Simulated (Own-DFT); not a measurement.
## Calculated data, Al3GaN4 (wurtzite random alloy, strained, atoms displaced)

A calculation, not a measurement: plane-wave PBE density functional theory by an unreviewed code, no spin, of a simulated periodic cell, stress positive in tension, free energy of the whole cell less one offset for each atom, forces on such cells passed a denser k mesh, this cell's mesh not checked; offsets are fitted by least squares, one for each functional and potential file, so energies compare only between cells with the same atoms and settings and are not formation energies; the far tail of each file's local potential was reset to the Coulomb form; each entry is a single point on an unrelaxed cell, so the pressure reflects the starting lattice, mostly measured values, from which strain is counted, and rises with the displacements; printed positions are rounded, which can move forces by about a meV/angstrom; the program is a retired in-house code; no spin-orbit coupling. Program: Own-DFT development build.

Common to all runs: functional PBE; potential files PseudoDojo norm-conserving, scalar-relativistic, standard set with the stringent files for Ga; wave cutoff 96 hartree; occupations Gaussian; smearing width 0.01 eV; k mesh 4 x 4 x 3 centred on Gamma.

(1) Al3GaN4 (wurtzite random alloy, strained, atoms displaced)

```xyz
72
Lattice="9.4877 0.0000 0.0000 -4.7438 8.2166 0.0000 0.0000 0.0000 10.0655" Properties=species:S:1:pos:R:3 Al3GaN4
Al    -0.0307     1.8877     0.0050
Ga     1.5963     0.8700     2.5116
N     -0.0169     1.8329     1.8355
N      1.5664     0.8852     4.3835
Al    -0.0569     1.8884     5.1409
Al     1.5202     0.8634     7.6122
N      0.0631     1.7403     6.9451
N      1.7124     0.9000     9.3746
Al    -1.5824     4.5152     9.9859
Al     0.0039     3.6620     2.5329
N     -1.5544     4.5574     1.8375
N      0.0700     3.6738     4.4866
Al    -1.5560     4.5791     5.0451
Al     0.0725     3.7024     7.4779
N     -1.5647     4.6060     6.8025
N     -0.0358     3.5779     9.4336
Al    -3.1208     7.2675     0.0583
Al    -1.5826     6.4056     2.4049
N     -3.1543     7.3649     1.8880
N     -1.5730     6.4644     4.4543
Al    -3.1432     7.2656     5.0574
Ga    -1.6502     6.3123     7.5130
N     -3.1615     7.3203     6.9324
N     -1.6461     6.3281     9.4390
Ga     3.1363     1.8376     9.9764
Al     4.7774     0.9813     2.5209
N      3.1381     1.8100     1.9013
N      4.7226     0.9096     4.3874
Al     3.1419     1.8472     5.0509
Al     4.7900     0.8768     7.6062
N      3.1305     1.7828     6.9506
N      4.6958     0.9397     9.4924
Al     1.6093     4.5902    10.0157
Al     3.1544     3.5731     2.5161
N      1.5439     4.4901     1.9349
N      3.0967     3.5943     4.4054
Al     1.6255     4.5874     4.9403
Al     3.2620     3.6966     7.5891
N      1.6704     4.6024     6.9059
N      3.1323     3.6125     9.3710
Al     0.0165     7.2547    10.0011
Ga     1.5877     6.4603     2.5341
N     -0.0349     7.2938     1.8847
N      1.5587     6.3614     4.3714
Al    -0.0397     7.2441     4.9244
Al     1.5607     6.4287     7.5873
N     -0.0064     7.2806     7.0051
N      1.5553     6.3924     9.4647
Al     6.3914     1.8534     0.0235
Ga     7.8840     0.8939     2.5452
N      6.3240     1.8042     2.0188
N      7.9578     0.9301     4.4349
Al     6.2544     1.8700     5.0305
Ga     7.8770     0.9697     7.5434
N      6.3219     1.8793     7.0180
N      7.9175     0.9823     9.4304
Al     4.6423     4.4951     0.0506
Al     6.3024     3.6335     2.5166
N      4.7646     4.5666     1.9377
N      6.3354     3.6905     4.4288
Ga     4.7925     4.4503     5.0458
Al     6.3707     3.7633     7.6197
N      4.7752     4.6769     6.9961
N      6.3416     3.6656     9.5019
Al     3.0929     7.3177     0.0273
Al     4.7087     6.3858     2.5078
N      3.2070     7.2999     1.9687
N      4.7310     6.3765     4.3977
Ga     3.1662     7.3051     5.0793
Ga     4.7776     6.3280     7.5976
N      3.2125     7.2690     6.8676
N      4.7144     6.4366     9.3832
```

- free energy of cell above offsets: -22.670 eV
- pressure: 2.47 GPa
- stress xx: -0.02 GPa
- stress yy: -0.09 GPa
- stress zz: -7.3 GPa
- stress yz: -0.47 GPa
- stress xz: -0.18 GPa
- stress xy: 0.44 GPa

Force:
```tsv
element	x (eV/Å)	y (eV/Å)	z (eV/Å)
Al	1.146	-1.805	-0.57
Ga	-0.755	1.669	0.265
N	-0.073	0.614	0.936
N	-0.175	0.419	2.192
Al	1.52	-1.325	-2.2
Al	1.742	0.027	-1.992
N	-0.831	2.218	0.627
N	-3.48	-1.377	2.068
Al	0.485	0.621	1.267
Al	-0.446	-0.756	-0.236
N	-0.655	-0.096	1.066
N	-1.525	-0.117	-0.548
Al	0.183	0.528	-2.691
Al	0.121	-0.878	0.062
N	0.094	-2.348	2.956
N	0.836	2.256	-1.18
Al	-0.952	0.87	-1.835
Al	-0.249	-0.431	1.182
N	-0.397	-2.992	-0.153
N	-0.869	-2.109	-1.446
Al	-1.021	1.114	-0.732
Ga	0.771	2.269	0.214
N	-0.261	-0.028	-0.21
N	1.106	-0.062	1.011
Ga	0.494	-0.245	1.622
Al	-1.72	-1.426	-0.556
N	1.569	0.61	-0.128
N	0.347	0.207	0.885
Al	-0.718	-1.495	0.05
Al	-1.365	0.542	-0.873
N	1.017	0.871	0.302
N	2.846	-1.136	-0.104
Al	-1.042	-1.174	0.875
Al	-0.439	0.74	-0.108
N	1.322	0.699	-1.156
N	1.114	0.294	-0.03
Al	-0.033	-0.018	1.266
Al	-1.235	-1.058	-2.584
N	-0.456	0.043	0.54
N	0.251	2.192	1.901
Al	-1.62	1.069	0.664
Ga	-0.49	-1.352	-1.233
N	0.29	1.074	-0.548
N	-0.351	0.446	1.731
Al	1.313	1.522	1.615
Al	0.924	-0.475	-1.738
N	0.664	0.392	-0.939
N	0.725	-0.128	0.194
Al	-1.329	-0.392	0.022
Ga	1.507	0.614	0.116
N	-0.396	1.239	-1.985
N	-1.345	1.112	1.311
Al	1.029	-1.002	0.232
Ga	0.874	-1.27	-0.676
N	-1.16	0.984	-1.256
N	-0.364	-1.198	1.879
Al	1.369	1.206	-0.747
Al	1.064	0.7	-0.261
N	-0.897	-0.53	-0.386
N	1.658	-1.323	-0.582
Ga	-1.989	2.282	-0.012
Al	-0.461	-1.247	-1.014
N	0.589	-4.664	-0.71
N	-1.064	-0.14	-0.122
Al	1.517	0.493	-0.477
Al	1.256	-0.02	0.632
N	-0.42	-0.265	-2.008
N	0.963	-0.444	-0.039
Ga	0.169	-0.091	-2.167
Ga	-0.345	3.639	-1.611
N	-1.6	0.439	3.567
N	-0.349	-0.594	4.592
```

(2) Al3GaN4 (wurtzite random alloy, strained, atoms displaced)

```xyz
72
Lattice="9.4877 0.0000 0.0000 -4.7438 8.2166 0.0000 0.0000 0.0000 10.0655" Properties=species:S:1:pos:R:3 Al3GaN4
Al    -0.0620     1.8240     0.0458
Al     1.6456     0.8736     2.5159
N      0.0050     1.8621     1.9929
N      1.5411     0.9086     4.4063
Al    -0.0760     1.8462     5.0500
Al     1.5846     0.9438     7.6763
N     -0.0726     1.7972     6.9086
N      1.5795     0.8814     9.4611
Ga    -1.5841     4.5557     0.0023
Al     0.0345     3.6603     2.5800
N     -1.5448     4.6190     1.9048
N      0.0075     3.7038     4.5006
Al    -1.6596     4.5584     4.9871
Al     0.0260     3.7550     7.5961
N     -1.6028     4.5580     6.9615
N     -0.0131     3.6491     9.4414
Al    -3.1719     7.3548    10.0556
Ga    -1.5333     6.4051     2.5417
N     -3.2179     7.2973     1.8948
N     -1.5954     6.4075     4.4513
Al    -3.1983     7.3425     5.0918
Al    -1.5652     6.4609     7.5718
N     -3.1448     7.3195     6.9621
N     -1.6068     6.3382     9.4776
Al     3.1179     1.8729     0.0101
Ga     4.7862     0.9213     2.5084
N      3.1706     1.8477     1.8733
N      4.8258     0.9225     4.4725
Al     3.2284     1.8116     5.0640
Ga     4.6900     0.9404     7.5235
N      3.1992     1.8340     6.9381
N      4.7575     0.9066     9.5720
Al     1.6007     4.5839     0.0457
Al     3.1560     3.6415     2.4434
N      1.5937     4.6750     1.9111
N      3.2243     3.5574     4.4535
Ga     1.6301     4.5397     5.0874
Al     3.1458     3.6757     7.6117
N      1.6277     4.5287     6.9971
N      3.2757     3.6373     9.4845
Al     0.0276     7.1996     0.0115
Al     1.6654     6.4586     2.4612
N      0.0307     7.3975     1.8656
N      1.6198     6.4421     4.4112
Al    -0.0150     7.3407     5.0349
Al     1.5445     6.3985     7.5240
N     -0.0367     7.3277     6.9483
N      1.5531     6.4658     9.5020
Ga     6.3037     1.7928     0.0135
Al     7.8823     0.9548     2.4782
N      6.3696     1.7999     1.9299
N      7.8550     0.8955     4.3975
Ga     6.3479     1.8130     5.0628
Ga     7.9446     0.9105     7.5209
N      6.3588     1.7777     6.8867
N      7.9207     0.9757     9.4821
Al     4.8062     4.5668     0.0483
Al     6.2661     3.6408     2.5501
N      4.7428     4.5922     1.9178
N      6.3552     3.6046     4.4079
Al     4.7755     4.5456     5.0010
Ga     6.3369     3.4852     7.5665
N      4.6950     4.5966     6.9053
N      6.2358     3.6609     9.5109
Al     3.1309     7.1964     0.0469
Al     4.7160     6.3275     2.5595
N      3.1214     7.2111     1.8693
N      4.7501     6.3246     4.4370
Al     3.1426     7.2650     5.0369
Al     4.6605     6.3316     7.6058
N      3.2167     7.2674     6.9548
N      4.7211     6.3545     9.4854
```

- free energy of cell above offsets: -24.337 eV
- pressure: 1.86 GPa
- stress xx: 0.04 GPa
- stress yy: -0.07 GPa
- stress zz: -5.54 GPa
- stress yz: -0.09 GPa
- stress xz: 0.04 GPa
- stress xy: -0.36 GPa

Force:
```tsv
element	x (eV/Å)	y (eV/Å)	z (eV/Å)
Al	0.904	0.476	0.046
Al	-0.995	0.347	0.238
N	0.291	-0.377	-0.975
N	0.686	0.309	0.683
Al	0.896	-0.349	-0.851
Al	-0.53	-0.452	-3.402
N	2.853	1.72	0.671
N	-0.306	1.484	1.562
Ga	-0.648	-0.425	-0.068
Al	-0.284	0.737	-0.275
N	-0.358	-1.917	1.411
N	-0.905	-0.769	-0.827
Al	1.433	0.645	1.233
Al	-1.257	-1.542	-1.34
N	0.684	0.625	-0.333
N	1.63	-0.375	0.82
Al	-0.066	-1.772	0.319
Ga	-0.506	0.638	-0.549
N	-0.005	0.261	0.058
N	-0.046	0.189	0.97
Al	0.139	-0.274	-0.65
Al	-1.212	-1.494	-0.31
N	-0.624	0.296	1.022
N	0.397	2.07	-0.429
Al	1.262	-1.186	-0.292
Ga	-0.47	0.591	0.327
N	-0.778	0.129	0.507
N	-2.249	-0.733	-0.221
Al	-1.092	-0.582	-0.688
Ga	1.474	-0.516	1.689
N	-2.222	1.04	0.574
N	-1.954	-1.016	-1.391
Al	-0.139	-0.155	-0.919
Al	-0.057	0.36	1.201
N	-0.02	-1.676	0.327
N	0.036	0.975	-1.252
Ga	0.213	0.378	-1.082
Al	1.507	-0.449	-0.888
N	-0.761	1.08	1.045
N	-1.916	0.691	0.412
Al	-1.855	2.184	-0.035
Al	-2.796	-0.751	1.593
N	0.546	-2.149	0.481
N	-0.977	-0.376	0.088
Al	0.36	-0.799	-0.326
Al	0.7	0.412	0.314
N	0.883	-1.043	-0.278
N	0.84	-2.202	-1.375
Ga	0.307	0.558	0.039
Al	1.07	-1.184	0.727
N	-0.157	1.624	0.489
N	1.672	-0.732	-0.162
Ga	0.336	0.077	-1.336
Ga	-0.691	-0.937	1.029
N	-0.726	-0.85	1.708
N	0.246	-1.853	0.397
Al	-0.961	0.579	-0.368
Al	1.311	0.065	-1.041
N	-0.049	-1.099	0.458
N	-0.758	1.245	-0.091
Al	-0.416	-0.378	0.714
Ga	-0.36	3.122	0.256
N	0.073	-1.017	0.422
N	1.414	-0.631	-0.356
Al	0.956	1.743	-1.211
Al	0.452	1.364	-0.525
N	2.447	2.134	0.68
N	-0.153	0.923	0.077
Al	0.955	0.599	-0.067
Al	1.924	0.309	-0.637
N	-1.681	-0.392	-0.281
N	0.085	0.47	0.241
```

(3) Al3GaN4 (wurtzite random alloy, strained, atoms displaced)

```xyz
72
Lattice="9.4877 0.0000 0.0000 -4.7438 8.2166 0.0000 0.0000 0.0000 10.0655" Properties=species:S:1:pos:R:3 Al3GaN4
Al     0.0736     1.7836     0.0026
Al     1.5569     0.8713     2.5429
N     -0.0506     1.8409     1.9848
N      1.5732     0.9171     4.4453
Al    -0.0550     1.8884     5.0897
Al     1.6239     0.9142     7.5388
N      0.0033     1.8014     6.9610
N      1.5219     1.0229     9.3906
Ga    -1.5844     4.6148     0.1154
Al    -0.0167     3.6580     2.4876
N     -1.5434     4.5595     1.9904
N     -0.0282     3.6519     4.4621
Al    -1.5263     4.5705     5.0254
Al     0.0686     3.6210     7.5139
N     -1.5937     4.5810     7.0074
N      0.0224     3.7072     9.4160
Al    -3.1889     7.3516     0.0172
Ga    -1.5876     6.4448     2.5649
N     -3.2288     7.3221     1.9258
N     -1.6031     6.3477     4.4529
Al    -3.1827     7.3193     5.1325
Al    -1.5686     6.4023     7.4633
N     -3.1182     7.2637     6.9441
N     -1.6064     6.3769     9.4682
Al     3.1059     1.8397     0.0902
Al     4.6509     0.8136     2.5584
N      3.0841     1.7921     1.9873
N      4.7461     0.9615     4.4414
Al     3.1244     1.8540     5.0644
Ga     4.7865     1.0253     7.5325
N      3.1840     1.8209     6.9155
N      4.6620     0.8850     9.4218
Al     1.6149     4.4960     0.0461
Al     3.2152     3.5289     2.5543
N      1.5972     4.5366     1.9148
N      3.1900     3.6171     4.4168
Al     1.5186     4.5830     5.1366
Ga     3.2085     3.5410     7.6074
N      1.5787     4.5353     6.9507
N      3.2344     3.7275     9.4757
Al    -0.0141     7.1387     0.0267
Ga     1.6164     6.3575     2.5998
N      0.0276     7.3055     1.8125
N      1.6859     6.3475     4.3347
Al    -0.1099     7.3552     4.9703
Al     1.5378     6.3778     7.5267
N     -0.0095     7.3371     6.9358
N      1.5509     6.3385     9.5124
Ga     6.2974     1.7902     0.0534
Al     7.8619     0.9192     2.4922
N      6.2656     1.8215     1.8920
N      7.9615     0.9132     4.3986
Al     6.2216     1.8843     5.0797
Ga     7.9432     0.8891     7.5922
N      6.4282     1.8903     6.9113
N      7.9295     0.8653     9.4935
Al     4.7657     4.5382     0.0236
Ga     6.2820     3.6064     2.4552
N      4.6554     4.4647     1.8661
N      6.3049     3.6365     4.5162
Al     4.7726     4.5990     5.0506
Ga     6.3088     3.7088     7.5557
N      4.7307     4.6392     6.9787
N      6.3725     3.5878     9.5001
Al     3.1104     7.2520    10.0389
Al     4.8438     6.4093     2.4839
N      3.2185     7.2819     1.8507
N      4.7658     6.4577     4.4173
Al     3.1319     7.2946     5.0932
Al     4.7616     6.3547     7.5149
N      3.1383     7.3015     6.9922
N      4.6696     6.2558     9.3020
```

- free energy of cell above offsets: -23.347 eV
- pressure: 2.01 GPa
- stress xx: 1.17 GPa
- stress yy: 0.19 GPa
- stress zz: -7.38 GPa
- stress yz: -0.18 GPa
- stress xz: -0.05 GPa
- stress xy: -0.81 GPa

Force:
```tsv
element	x (eV/Å)	y (eV/Å)	z (eV/Å)
Al	-3.008	1.96	0.623
Al	-1.292	1.071	0.87
N	0.909	-0.351	-1.278
N	0.174	-0.123	0.682
Al	0.283	-1.354	-1.169
Al	-0.558	-0.283	-0.697
N	1.482	0.535	-0.21
N	2.082	-1.961	1.043
Ga	0.267	-1.186	-2.088
Al	1.187	-0.413	0.857
N	-0.692	0.422	0.609
N	0.755	0.509	-0.217
Al	-1.561	-0.821	0.874
Al	-1.715	0.394	1.046
N	1.772	0.374	-1.61
N	0.577	-1.438	0.873
Al	-0.221	-0.942	-1.554
Ga	0.165	-0.73	-0.981
N	1.562	0.596	-1.201
N	-0.073	1.159	0.846
Al	-0.259	0.25	-1.978
Al	0.446	-0.55	1.652
N	-0.754	1.062	0.954
N	-0.706	1.364	-0.345
Al	1.099	0.057	-1.354
Al	1.217	1.401	-0.939
N	0.643	-1.14	-0.839
N	-1.094	-1.047	-0.214
Al	-0.005	-0.04	-1.174
Ga	0.672	-1.414	0.354
N	-1.094	-0.75	-0.235
N	-0.288	-0.294	1.707
Al	-0.343	1.006	-0.706
Al	-1.539	1.879	0.225
N	-0.046	-1.254	0.373
N	-0.316	0.732	1.097
Al	1.261	-0.521	-2.462
Ga	-0.215	2.352	-0.494
N	0.138	0.634	0.379
N	-1.271	-2.132	1.304
Al	-0.036	1.823	-2.046
Ga	0.648	-0.064	-4.308
N	-0.596	0.252	2.579
N	-1.789	0.373	5.364
Al	1.85	-0.374	1.206
Al	0.312	0.057	1.053
N	0.182	-0.623	-1.046
N	0.145	-0.204	-1.111
Ga	-0.065	-0.625	-1.792
Al	0.365	-0.664	0.352
N	-0.26	-1.848	2.095
N	-1.565	-0.032	0.765
Al	2.298	-0.76	-0.982
Ga	-0.499	0.39	-0.045
N	-1.195	-0.482	0.254
N	0.553	-0.07	0.836
Al	0.59	0.104	-1.05
Ga	0.254	0.609	1.52
N	1.067	1.781	0.739
N	0.415	1.019	-0.769
Al	-0.676	0.004	-0.362
Ga	0.575	-0.251	0.572
N	-0.297	-1.425	-1.593
N	-1.034	1.277	0.385
Al	0.646	-0.255	-0.279
Al	-3.308	-1.31	0.929
N	0.229	0.435	0.552
N	0.038	-0.955	0.457
Al	0.849	0.951	-1.105
Al	-0.492	1.224	-0.295
N	0.067	-1.285	-0.842
N	1.086	1.915	3.339
```
